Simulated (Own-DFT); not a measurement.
## Calculated data, GaN (wurtzite, strained, atoms displaced)

A calculation, not a measurement: plane-wave PBE density functional theory by an unreviewed code, no spin, of a simulated periodic cell, stress positive in tension, free energy of the whole cell less one offset for each atom, forces on such cells passed a denser k mesh, this cell's mesh not checked; offsets are fitted by least squares, one for each functional and potential file, so energies compare only between cells with the same atoms and settings and are not formation energies; the far tail of each file's local potential was reset to the Coulomb form; each entry is a single point on an unrelaxed cell, so the pressure reflects the starting lattice, mostly measured values (interpolated for alloys), from which strain is counted, and rises with the displacements; printed positions are rounded, which can move forces by about a meV/angstrom; the program, named Own-DFT, is a retired in-house code; no spin-orbit coupling. Program: Own-DFT development build.

Settings shared by all entries: functional PBE; potential files PseudoDojo norm-conserving, scalar-relativistic, standard set with the stringent files for Ga; wave cutoff 96 hartree; occupations Gaussian; smearing width 0.01 eV; k mesh 3 x 4 x 3 centred on Gamma.

(1) GaN (wurtzite, strained, atoms displaced)

```
GaN
1.0
     12.8395     0.2171    -0.2317
     -4.6738     8.3048    -0.0405
     -0.1884    -0.1595    10.2427
Ga N Ga N Ga N Ga N Ga N Ga N Ga N Ga N Ga N Ga N Ga N Ga N Ga N Ga N Ga N Ga N Ga N Ga N Ga N Ga N Ga N Ga N Ga N Ga N
2 2 2 2 2 2 2 2 2 2 2 2 2 2 2 2 2 2 2 2 2 2 2 2 2 2 2 2 2 2 2 2 2 2 2 2 2 2 2 2 2 2 2 2 2 2 2 2
Direct
  0.08747 0.22145 0.99889
  0.17327 0.11913 0.25390
  0.08213 0.22519 0.18914
  0.15930 0.11183 0.44409
  0.08525 0.22353 0.50605
  0.16571 0.11300 0.74870
  0.08327 0.20567 0.69804
  0.16511 0.10725 0.93799
  0.08649 0.56903 0.00141
  0.16726 0.44542 0.24980
  0.08119 0.55175 0.19350
  0.16872 0.44323 0.43847
  0.09261 0.55990 0.49519
  0.16584 0.44524 0.75203
  0.07947 0.55315 0.68229
  0.16323 0.44043 0.93454
  0.07950 0.88396 0.99333
  0.16217 0.77543 0.24619
  0.08947 0.89529 0.18941
  0.16121 0.76742 0.43885
  0.07295 0.86872 0.50199
  0.15880 0.76858 0.74491
  0.08173 0.89171 0.69233
  0.17451 0.78504 0.92853
  0.33182 0.21994 0.99419
  0.41835 0.11366 0.24227
  0.33512 0.21629 0.18512
  0.42094 0.10857 0.43914
  0.32564 0.21409 0.49950
  0.40948 0.10879 0.74903
  0.32774 0.21765 0.68696
  0.41443 0.10239 0.94335
  0.33454 0.55209 0.99760
  0.40790 0.44225 0.24219
  0.33601 0.55947 0.19058
  0.41484 0.44280 0.43679
  0.33041 0.55273 0.49874
  0.41734 0.43906 0.74823
  0.32557 0.54731 0.68069
  0.40984 0.44256 0.94225
  0.33733 0.88950 0.99980
  0.41792 0.78797 0.24629
  0.33366 0.89086 0.18570
  0.41990 0.77760 0.44446
  0.33780 0.89665 0.50693
  0.41796 0.78078 0.74970
  0.33390 0.88700 0.69762
  0.41957 0.78011 0.93533
  0.58678 0.22762 0.99979
  0.66573 0.11962 0.25339
  0.58830 0.23189 0.18960
  0.66989 0.11551 0.44929
  0.57872 0.20910 0.50470
  0.66481 0.10229 0.74646
  0.57661 0.22148 0.68278
  0.66983 0.11454 0.94317
  0.58760 0.55634 0.99729
  0.67568 0.44474 0.24624
  0.58384 0.55336 0.18784
  0.66493 0.44488 0.44135
  0.58024 0.55801 0.49478
  0.66519 0.43365 0.75032
  0.57834 0.55129 0.68278
  0.66889 0.44709 0.92927
  0.58525 0.88449 0.99594
  0.66530 0.77694 0.24624
  0.58946 0.88224 0.18490
  0.67288 0.78149 0.43997
  0.58864 0.90315 0.50565
  0.66437 0.77173 0.74254
  0.58146 0.88473 0.69058
  0.66272 0.77098 0.93721
  0.83075 0.22706 0.00077
  0.90770 0.10119 0.24584
  0.83341 0.22176 0.18069
  0.90878 0.10225 0.43778
  0.82739 0.21204 0.49907
  0.91549 0.11233 0.75402
  0.84228 0.21860 0.68146
  0.91677 0.11521 0.94185
  0.83119 0.55771 0.99850
  0.91490 0.43718 0.24829
  0.83182 0.55015 0.18353
  0.91861 0.44696 0.43337
  0.82254 0.54646 0.50146
  0.91411 0.43053 0.74643
  0.83631 0.55267 0.68594
  0.92580 0.45412 0.94128
  0.82508 0.88207 0.00172
  0.91325 0.77668 0.24831
  0.83562 0.88732 0.18660
  0.91689 0.77355 0.43167
  0.82846 0.89540 0.49756
  0.90884 0.77230 0.74572
  0.82519 0.88385 0.69325
  0.91619 0.77524 0.93701
```

```
free energy of cell above offsets : -3.935 eV
pressure                          : 6.07 GPa
stress xx                         : -4.98 GPa
stress yy                         : -2.66 GPa
stress zz                         : -10.58 GPa
stress yz                         : -3.06 GPa
stress xz                         : -4.72 GPa
stress xy                         : 5.24 GPa
```

Force:
| element | x (eV/Å) | y (eV/Å) | z (eV/Å) |
| --- | --- | --- | --- |
| Ga | -1.138 | 0.156 | 0.237 |
| Ga | -0.74 | -0.649 | -0.388 |
| N | 0.201 | -0.55 | 0.152 |
| N | 1.738 | -1.257 | -0.693 |
| Ga | -1.387 | 0.008 | -0.063 |
| Ga | 2.6 | -1.759 | 0.993 |
| N | -4.056 | 2.819 | -1.729 |
| N | 0.452 | -0.133 | 0.112 |
| Ga | 1.056 | -0.656 | -0.19 |
| Ga | 0.364 | -0.235 | -0.221 |
| N | -0.298 | 0.653 | -0.885 |
| N | -0.196 | -0.711 | -0.038 |
| Ga | -1.54 | -1.511 | 0.198 |
| Ga | 0.236 | -0.423 | -0.995 |
| N | 0.188 | -0.793 | 0.48 |
| N | 0.301 | 0.794 | 1.378 |
| Ga | 0.69 | 0.821 | 0.586 |
| Ga | 0.79 | 0.106 | 0.735 |
| N | -1.307 | -0.319 | -0.585 |
| N | 1.04 | 2.151 | -0.228 |
| Ga | 0.153 | 1.554 | -0.058 |
| Ga | 0.532 | 0.818 | -0.246 |
| N | -0.384 | -1.085 | -0.486 |
| N | -0.607 | -0.727 | 1.76 |
| Ga | -0.095 | -0.342 | 0.355 |
| Ga | 0.848 | -0.2 | 1.105 |
| N | -1.489 | 1.051 | 0.079 |
| N | -1.431 | -0.199 | -0.686 |
| Ga | 0.593 | 0.896 | -0.654 |
| Ga | 0.965 | -0.147 | 0.676 |
| N | 0.111 | 0.208 | 0.44 |
| N | 0.442 | 1.838 | -0.703 |
| Ga | -1.888 | 1.084 | 0.271 |
| Ga | 2.517 | -0.37 | 1.101 |
| N | -1.732 | 0.598 | -0.777 |
| N | -0.133 | -0.669 | -0.329 |
| Ga | 0.84 | 0.553 | -0.676 |
| Ga | -0.821 | 0.668 | -0.237 |
| N | 0.548 | 0.649 | 1.968 |
| N | 2.461 | -0.666 | -1.091 |
| Ga | -0.429 | -0.5 | -0.645 |
| Ga | 1.483 | -1.017 | 1.064 |
| N | -0.564 | -0.043 | 0.356 |
| N | -0.247 | 0.634 | -0.67 |
| Ga | -0.265 | -1.377 | -0.689 |
| Ga | 0.36 | -1.447 | -0.413 |
| N | -1.243 | 0.205 | -1.184 |
| N | 0.347 | -0.71 | 0.793 |
| Ga | -0.444 | -0.494 | -0.477 |
| Ga | 1.586 | -1.212 | -0.544 |
| N | -0.658 | -1.436 | -0.374 |
| N | -0.869 | -0.712 | -1.791 |
| Ga | -0.663 | 2.416 | -1.422 |
| Ga | -0.066 | 1.305 | 0.887 |
| N | 0.723 | -1.152 | 2.209 |
| N | -0.625 | -0.697 | -1.263 |
| Ga | -1.14 | -0.502 | 0.465 |
| Ga | -1.533 | 1.147 | 1.332 |
| N | -0.084 | -0.241 | -0.133 |
| N | -0.412 | -1.248 | -0.782 |
| Ga | 0.231 | -0.272 | -0.384 |
| Ga | -0.099 | 1.43 | -2.097 |
| N | 0.355 | -0.326 | 0.909 |
| N | -0.201 | -0.751 | 1.794 |
| Ga | -0.681 | 0.694 | 0.247 |
| Ga | 1.744 | -1.095 | 1.093 |
| N | -2.924 | 2.11 | 0.217 |
| N | -2.105 | -0.613 | -0.471 |
| Ga | 0.15 | -2.459 | -1.167 |
| Ga | 0.243 | -0.428 | 0.748 |
| N | -0.364 | 0.241 | 0.157 |
| N | 0.422 | 0.066 | -0.679 |
| Ga | 1.495 | 0.592 | -1.221 |
| Ga | 1.243 | 1.437 | 0.306 |
| N | -0.967 | -0.595 | 2.08 |
| N | 0.86 | 1.392 | -0.378 |
| Ga | 1.759 | 2.577 | -0.868 |
| Ga | 1.95 | -1.308 | 0.539 |
| N | -2.613 | -0.221 | 0.884 |
| N | -0.088 | -0.809 | 0.213 |
| Ga | 1.148 | 0.086 | -0.72 |
| Ga | 0.395 | 0.744 | 0.091 |
| N | 0.075 | 0.636 | 0.285 |
| N | -0.207 | -0.987 | 1.078 |
| Ga | 1.779 | 0.98 | -1.018 |
| Ga | 0.282 | 1.928 | 0.458 |
| N | -0.922 | -0.812 | 0.894 |
| N | -1.413 | -1.106 | -0.707 |
| Ga | 1.121 | 1.179 | -1.201 |
| Ga | 1.75 | -0.222 | -0.258 |
| N | -1.346 | -0.559 | 0.025 |
| N | -1.471 | -0.418 | 1.354 |
| Ga | 2.254 | -1.048 | 0.813 |
| Ga | 1.051 | 0.419 | 0.278 |
| N | 0.278 | 0.642 | -0.81 |
| N | -0.863 | -0.068 | 0.135 |

(2) GaN (wurtzite, strained, atoms displaced)

```
GaN
1.0
     12.5495    -0.0074     0.0543
     -4.7109     8.2544     0.0395
      0.0441     0.0749    10.3562
Ga N Ga N Ga N Ga N Ga N Ga N Ga N Ga N Ga N Ga N Ga N Ga N Ga N Ga N Ga N Ga N Ga N Ga N Ga N Ga N Ga N Ga N Ga N Ga N
2 2 2 2 2 2 2 2 2 2 2 2 2 2 2 2 2 2 2 2 2 2 2 2 2 2 2 2 2 2 2 2 2 2 2 2 2 2 2 2 2 2 2 2 2 2 2 2
Direct
  0.08768 0.22541 0.99491
  0.16579 0.11686 0.25688
  0.08212 0.22641 0.19249
  0.17371 0.11765 0.43767
  0.08709 0.22920 0.49061
  0.16928 0.11321 0.74840
  0.07841 0.21280 0.69327
  0.16335 0.10884 0.93893
  0.08922 0.55721 0.99753
  0.16568 0.44762 0.25074
  0.08769 0.55188 0.17690
  0.15845 0.44395 0.43525
  0.08535 0.55273 0.50314
  0.16602 0.43703 0.74412
  0.07247 0.55109 0.69051
  0.16692 0.44670 0.93667
  0.08349 0.89198 0.00242
  0.16159 0.77454 0.24166
  0.08212 0.88348 0.18830
  0.17429 0.78627 0.43439
  0.08607 0.88781 0.49583
  0.15872 0.77260 0.74778
  0.08486 0.89580 0.68054
  0.16344 0.77099 0.94332
  0.32911 0.21510 0.00182
  0.41562 0.11030 0.25482
  0.33141 0.22152 0.19093
  0.42370 0.10774 0.43763
  0.33244 0.22785 0.50434
  0.41794 0.11444 0.75515
  0.33063 0.21940 0.68235
  0.42698 0.11722 0.94493
  0.33306 0.56073 0.99831
  0.41501 0.44667 0.24940
  0.33408 0.55993 0.18380
  0.42317 0.44837 0.43539
  0.33181 0.55616 0.49222
  0.41211 0.44359 0.74770
  0.33196 0.55389 0.68890
  0.41439 0.43977 0.93548
  0.33922 0.89822 0.00365
  0.41438 0.77602 0.24635
  0.33667 0.89425 0.18728
  0.41547 0.77650 0.44671
  0.33189 0.89141 0.49989
  0.41571 0.76814 0.75102
  0.33410 0.89177 0.69126
  0.41324 0.77205 0.94592
  0.58088 0.22334 0.00268
  0.66351 0.11032 0.25052
  0.57614 0.22359 0.19286
  0.66859 0.11276 0.43536
  0.58698 0.22020 0.50376
  0.66830 0.11141 0.74705
  0.57924 0.22613 0.67885
  0.67345 0.11936 0.93937
  0.57564 0.54807 0.00928
  0.66697 0.46153 0.25527
  0.57839 0.55025 0.18906
  0.66822 0.44326 0.44019
  0.58613 0.55702 0.50314
  0.66941 0.44281 0.75010
  0.58253 0.55570 0.69749
  0.67116 0.44167 0.93029
  0.59136 0.89786 0.99404
  0.66705 0.77051 0.25427
  0.57774 0.88507 0.18582
  0.66218 0.77701 0.43506
  0.57780 0.88888 0.50837
  0.66929 0.77685 0.74821
  0.58945 0.89671 0.68959
  0.66766 0.76612 0.93925
  0.82825 0.22018 0.00246
  0.91868 0.11495 0.24376
  0.83849 0.22349 0.19404
  0.91853 0.11088 0.42875
  0.82704 0.21574 0.50113
  0.92270 0.11709 0.75361
  0.82883 0.22657 0.68669
  0.91552 0.10122 0.94053
  0.83073 0.55135 0.99699
  0.91219 0.44356 0.25380
  0.83114 0.55052 0.18445
  0.91383 0.44809 0.43976
  0.82992 0.55322 0.50075
  0.91918 0.44981 0.74983
  0.83646 0.55565 0.68906
  0.91840 0.44034 0.94578
  0.83469 0.88710 0.99689
  0.92197 0.77184 0.25475
  0.83274 0.88311 0.19806
  0.92034 0.77726 0.43754
  0.83683 0.89863 0.50099
  0.91946 0.77664 0.75136
  0.83029 0.88617 0.69059
  0.91024 0.77439 0.94013
```

```
free energy of cell above offsets : -4.578 eV
pressure                          : 11.14 GPa
stress xx                         : -13.92 GPa
stress yy                         : -10.18 GPa
stress zz                         : -9.31 GPa
stress yz                         : 1.96 GPa
stress xz                         : 0.78 GPa
stress xy                         : -1.46 GPa
```

Force:
| element | x (eV/Å) | y (eV/Å) | z (eV/Å) |
| --- | --- | --- | --- |
| Ga | -1.212 | 0.081 | 1.246 |
| Ga | 0.275 | -0.75 | -1.397 |
| N | 1.375 | 0.173 | -1.192 |
| N | -0.982 | -0.504 | 0.557 |
| Ga | -0.597 | -1.827 | 1.15 |
| Ga | -0.268 | -0.941 | 0.329 |
| N | 1.248 | 1.886 | -1.961 |
| N | 1.047 | -0.048 | -0.662 |
| Ga | -1.278 | -0.884 | -0.166 |
| Ga | 0.35 | -0.213 | -0.927 |
| N | -1.5 | 0.646 | 2.229 |
| N | 2.059 | 0.453 | 0.182 |
| Ga | -2.359 | 1.385 | -0.207 |
| Ga | -1.122 | 0.475 | 1.027 |
| N | 3.567 | 1.048 | -1.091 |
| N | 0.905 | -0.75 | -1.026 |
| Ga | -0.335 | -1.346 | -0.273 |
| Ga | 1.859 | -0.4 | 0.659 |
| N | -0.369 | 1.817 | -0.126 |
| N | -0.854 | -1.78 | -0.322 |
| Ga | -0.301 | 0.34 | 0.01 |
| Ga | 1.021 | 0.866 | 0.721 |
| N | 0.179 | -0.488 | 0.97 |
| N | 0.053 | 2.202 | -1.194 |
| Ga | 0.245 | 0.875 | 0.383 |
| Ga | -0.53 | -0.141 | 0.029 |
| N | -0.159 | 0.221 | -0.339 |
| N | -1.468 | 0.844 | 0.649 |
| Ga | 1.99 | -0.312 | -1.63 |
| Ga | 0.019 | -0.559 | -0.552 |
| N | 0.446 | 0.79 | 1.727 |
| N | -2.674 | -1.036 | -1.709 |
| Ga | 0.521 | -1.681 | 0.211 |
| Ga | -0.421 | -0.8 | -0.002 |
| N | -0.066 | -0.768 | 0.942 |
| N | -1.174 | -0.347 | 0.467 |
| Ga | 0.454 | -0.304 | 0.75 |
| Ga | 1.214 | -0.479 | 0.56 |
| N | -0.325 | -0.15 | -1.285 |
| N | -0.502 | -0.255 | 0.496 |
| Ga | -0.364 | -1.35 | -0.483 |
| Ga | -0.05 | 0.467 | 0.811 |
| N | -0.74 | -0.506 | 0.395 |
| N | -0.387 | 0.052 | -1.369 |
| Ga | 0.854 | 0.334 | 0.746 |
| Ga | -0.738 | 1.623 | 0.574 |
| N | -0.049 | -0.6 | 0.223 |
| N | 0.668 | 2.103 | -1.736 |
| Ga | 2.182 | 1.444 | 1.167 |
| Ga | 0.052 | -0.125 | -0.543 |
| N | 1.705 | 1.179 | -0.62 |
| N | -0.385 | -1.016 | 0.501 |
| Ga | -0.707 | 0.162 | -1.885 |
| Ga | -1.197 | 0.669 | 0.856 |
| N | 0.985 | -0.255 | 2.567 |
| N | -1.693 | -1.108 | -1 |
| Ga | 1.032 | 0.164 | -2.213 |
| Ga | 1.676 | -2.506 | -0.157 |
| N | -0.355 | 1.035 | 0.155 |
| N | -0.738 | 0.241 | -0.028 |
| Ga | 0.009 | 0.269 | 0.667 |
| Ga | -0.576 | 0.083 | -0.491 |
| N | -0.002 | -0.229 | -1.541 |
| N | -1.408 | -0.271 | 1.629 |
| Ga | -0.14 | -1.574 | 0.822 |
| Ga | -1.165 | 1.171 | -0.973 |
| N | 1.433 | 0.687 | -0.018 |
| N | 0.535 | 0.301 | 1.638 |
| Ga | 0.994 | 0.17 | -1.516 |
| Ga | -0.638 | -0.456 | 1.073 |
| N | -0.619 | -1.291 | 0.699 |
| N | -1.132 | 0.933 | -0.074 |
| Ga | 2.199 | 0.725 | 0.803 |
| Ga | -0.111 | -1.804 | 0.461 |
| N | -1.959 | 0.107 | -1.036 |
| N | -0.14 | 0.794 | 1.565 |
| Ga | 1.307 | 0.993 | -0.513 |
| Ga | -2.542 | -1.617 | 0.145 |
| N | 1.843 | 0.082 | 0.156 |
| N | -0.384 | 1.861 | -0.085 |
| Ga | 0.612 | 0.169 | 0.381 |
| Ga | 1.018 | -0.1 | -0.612 |
| N | -0.364 | 0.64 | 0.486 |
| N | 1.262 | -0.616 | 0.001 |
| Ga | 0.519 | 0.904 | 0.48 |
| Ga | -1.795 | -2.167 | 1.721 |
| N | -0.731 | 0.584 | -0.297 |
| N | -0.108 | 0.46 | -1.335 |
| Ga | -0.908 | -0.699 | 1.761 |
| Ga | -1.686 | -0.091 | -0.721 |
| N | 0.567 | 0.444 | -1.423 |
| N | -0.654 | 0.107 | 0.756 |
| Ga | 0.038 | -1.256 | -0.359 |
| Ga | -0.76 | 0.209 | -0.16 |
| N | 1.29 | 1.196 | -0.66 |
| N | 2.114 | -0.064 | -0.624 |

(3) GaN (wurtzite, strained, atoms displaced)

```
GaN
1.0
     12.5416     0.0992     0.0599
     -4.6387     8.3950    -0.0219
      0.0487     0.0008    10.5204
Ga N Ga N Ga N Ga N Ga N Ga N Ga N Ga N Ga N Ga N Ga N Ga N Ga N Ga N Ga N Ga N Ga N Ga N Ga N Ga N Ga N Ga N Ga N Ga N
2 2 2 2 2 2 2 2 2 2 2 2 2 2 2 2 2 2 2 2 2 2 2 2 2 2 2 2 2 2 2 2 2 2 2 2 2 2 2 2 2 2 2 2 2 2 2 2
Direct
  0.08356 0.21973 0.99229
  0.16775 0.10720 0.25600
  0.07785 0.22306 0.18671
  0.17269 0.11923 0.43865
  0.08383 0.22517 0.48904
  0.17243 0.12071 0.74665
  0.08391 0.22517 0.69202
  0.16624 0.10954 0.94124
  0.08170 0.56046 0.99633
  0.16245 0.45172 0.24595
  0.08872 0.55709 0.19303
  0.17030 0.43173 0.43383
  0.08517 0.55441 0.49686
  0.16280 0.44164 0.73872
  0.08671 0.54709 0.68484
  0.17083 0.44693 0.94349
  0.08563 0.88628 0.00334
  0.17188 0.78155 0.25016
  0.08136 0.88345 0.19562
  0.16627 0.77253 0.43671
  0.08557 0.89091 0.49838
  0.15928 0.77197 0.74702
  0.08856 0.88839 0.69523
  0.16685 0.78028 0.94918
  0.32817 0.21640 0.99939
  0.41536 0.10470 0.24793
  0.33904 0.22553 0.19216
  0.40855 0.10520 0.44434
  0.33393 0.21405 0.50010
  0.40768 0.09783 0.74824
  0.32869 0.22006 0.68952
  0.42230 0.12335 0.93683
  0.33185 0.56452 0.00580
  0.42562 0.45022 0.25281
  0.33221 0.55582 0.18612
  0.41195 0.43274 0.43835
  0.33382 0.55029 0.48620
  0.41899 0.45150 0.74481
  0.34085 0.56122 0.69425
  0.42005 0.44729 0.93648
  0.32780 0.88986 0.00168
  0.41828 0.77998 0.25172
  0.33056 0.88632 0.19141
  0.41893 0.77152 0.43456
  0.33562 0.88319 0.49854
  0.41276 0.76460 0.74850
  0.33559 0.88394 0.68056
  0.41668 0.78273 0.93615
  0.58709 0.22238 0.99608
  0.66752 0.09896 0.23863
  0.58019 0.22395 0.18067
  0.66677 0.11389 0.44054
  0.58520 0.21850 0.50290
  0.67295 0.11579 0.74821
  0.58834 0.22679 0.69007
  0.66960 0.11579 0.94214
  0.58878 0.55702 0.00427
  0.67105 0.45156 0.24596
  0.58049 0.54979 0.19312
  0.66622 0.44879 0.43980
  0.58175 0.54989 0.50560
  0.66346 0.43805 0.74498
  0.58517 0.55493 0.68575
  0.66136 0.43747 0.93972
  0.58008 0.88671 0.99385
  0.65851 0.77844 0.24957
  0.58388 0.90870 0.18795
  0.66077 0.77926 0.44367
  0.58568 0.89001 0.50308
  0.66799 0.78488 0.75748
  0.58293 0.88715 0.68793
  0.66844 0.78874 0.93833
  0.83464 0.22623 0.99704
  0.91725 0.10362 0.25514
  0.83072 0.22745 0.18633
  0.91947 0.11037 0.43333
  0.82628 0.21346 0.51052
  0.91256 0.10426 0.75000
  0.83050 0.22624 0.68184
  0.91452 0.10912 0.92346
  0.82872 0.55373 0.99838
  0.92253 0.44501 0.25584
  0.83182 0.55518 0.18292
  0.91162 0.44602 0.44332
  0.83020 0.55617 0.50332
  0.91655 0.44919 0.75406
  0.82825 0.55702 0.68950
  0.91633 0.43653 0.93699
  0.83311 0.88603 0.00073
  0.90911 0.77625 0.24733
  0.83513 0.89491 0.18739
  0.91905 0.78031 0.43752
  0.84373 0.90286 0.50239
  0.91551 0.77270 0.75543
  0.83017 0.88275 0.68945
  0.92697 0.79434 0.93677
```

```
free energy of cell above offsets : -3.751 eV
pressure                          : 4.74 GPa
stress xx                         : -11.54 GPa
stress yy                         : -1.6 GPa
stress zz                         : -1.08 GPa
stress yz                         : -0.41 GPa
stress xz                         : 1.03 GPa
stress xy                         : 2.57 GPa
```

Force:
| element | x (eV/Å) | y (eV/Å) | z (eV/Å) |
| --- | --- | --- | --- |
| Ga | -0.995 | 0.734 | 0.993 |
| Ga | -0.267 | 0.865 | -1.295 |
| N | 1.026 | -0.026 | -0.048 |
| N | -0.472 | -1.81 | 0.288 |
| Ga | 0.337 | -0.779 | 1.706 |
| Ga | -1.117 | -1.533 | 1.168 |
| N | -0.501 | -0.739 | -1.43 |
| N | 0.359 | -0.807 | -0.799 |
| Ga | 1.07 | -1 | 0.89 |
| Ga | 3.223 | -2.545 | 0.511 |
| N | -2.983 | 1.65 | -1.456 |
| N | -1.658 | 1.982 | -0.26 |
| Ga | -0.327 | -0.411 | -0.156 |
| Ga | 2.726 | -0.358 | 2.298 |
| N | -2.847 | 1.866 | -0.271 |
| N | -1.142 | -0.243 | -1.153 |
| Ga | -1.089 | 1.653 | 0.957 |
| Ga | -1.111 | -1.093 | 0.628 |
| N | -0.414 | 0.627 | -0.775 |
| N | 0.322 | 0.157 | 0.304 |
| Ga | 0.082 | 0.108 | 0.326 |
| Ga | 2.424 | -0.368 | 0.538 |
| N | -1.998 | 0.786 | -1.334 |
| N | 0.275 | -1.18 | -2.051 |
| Ga | 0.511 | 1.962 | 0.67 |
| Ga | 0.28 | 0.994 | 0.495 |
| N | -1.073 | -0.275 | -0.464 |
| N | 2.943 | -0.925 | -1.274 |
| Ga | -1.383 | 1.501 | 0.92 |
| Ga | 0.783 | 1.125 | 0.292 |
| N | 1.698 | 1.036 | -0.739 |
| N | -0.18 | -2.214 | -0.454 |
| Ga | 1.343 | -0.774 | -1.183 |
| Ga | -2.294 | -1.952 | 0.038 |
| N | 0.584 | 0.699 | 1.238 |
| N | 1.095 | 0.568 | 0.058 |
| Ga | 0.176 | 0.51 | 1.571 |
| Ga | 1.113 | -1.464 | 1.539 |
| N | -1.934 | -1.631 | -2.358 |
| N | -0.309 | 0.177 | 0.436 |
| Ga | 1.644 | 1.287 | 0.026 |
| Ga | -0.161 | -0.529 | -0.484 |
| N | 0.818 | 0.594 | -0.786 |
| N | -0.207 | 0.191 | 0.263 |
| Ga | -0.561 | 0.159 | -0.244 |
| Ga | -0.063 | 2.339 | 0.539 |
| N | -0.776 | -0.381 | 1.244 |
| N | -0.377 | -0.27 | 0.229 |
| Ga | -1.291 | 0.049 | 0.835 |
| Ga | -1.018 | 5.785 | 2.333 |
| N | 0.791 | 0.05 | 1.175 |
| N | 0.641 | -1.311 | -1.014 |
| Ga | -1.42 | 0.819 | -0.275 |
| Ga | -1.296 | -1.192 | 0.891 |
| N | -0.873 | -1.298 | -0.354 |
| N | 0.69 | -1.131 | -1.4 |
| Ga | -1.822 | -0.292 | -0.641 |
| Ga | 0.206 | -2.095 | 1.084 |
| N | 0.732 | 2.666 | -1.206 |
| N | 0.739 | -1.044 | -0.696 |
| Ga | -0.897 | 1.047 | -0.757 |
| Ga | -0.594 | 0.508 | 1.154 |
| N | -0.249 | 0.709 | 0.907 |
| N | 1.087 | 1.233 | -0.908 |
| Ga | -0.839 | 1.511 | 0.796 |
| Ga | 0.76 | 0.141 | 0.773 |
| N | 0.359 | -5.907 | -1.869 |
| N | 2.237 | -0.687 | -1.319 |
| Ga | -1.073 | 0.58 | 0.209 |
| Ga | 0.104 | -1.245 | -1.401 |
| N | -0.281 | 0.766 | 0.545 |
| N | 1.244 | -1.689 | 0.672 |
| Ga | 0.634 | -1.082 | 0.835 |
| Ga | -0.878 | 1.432 | -1.625 |
| N | 1.435 | -0.089 | 0.088 |
| N | -0.833 | 0.484 | 1.326 |
| Ga | 0.395 | 1.173 | -2.936 |
| Ga | 0.306 | 0.501 | -1.471 |
| N | 1.428 | 0.354 | 2.279 |
| N | 0.096 | -0.046 | 2.844 |
| Ga | 0.513 | 0.254 | -0.194 |
| Ga | -1.139 | -0.335 | -0.27 |
| N | 0.8 | 0.694 | 0.34 |
| N | 1.502 | -0.793 | -0.315 |
| Ga | -0.206 | 0.739 | -0.284 |
| Ga | 0.268 | -0.657 | -1.104 |
| N | 1.25 | 0.242 | 0.367 |
| N | -0.608 | 1.733 | -0.167 |
| Ga | -0.4 | 1.587 | -0.137 |
| Ga | 1.361 | -0.396 | 0.652 |
| N | -1.208 | -0.973 | -0.32 |
| N | -0.275 | -0.265 | 0.071 |
| Ga | -0.965 | -2.084 | 0.079 |
| Ga | 0.036 | 0.796 | -0.834 |
| N | 0.477 | 0.899 | -0.29 |
| N | -0.517 | -2.407 | 0.383 |
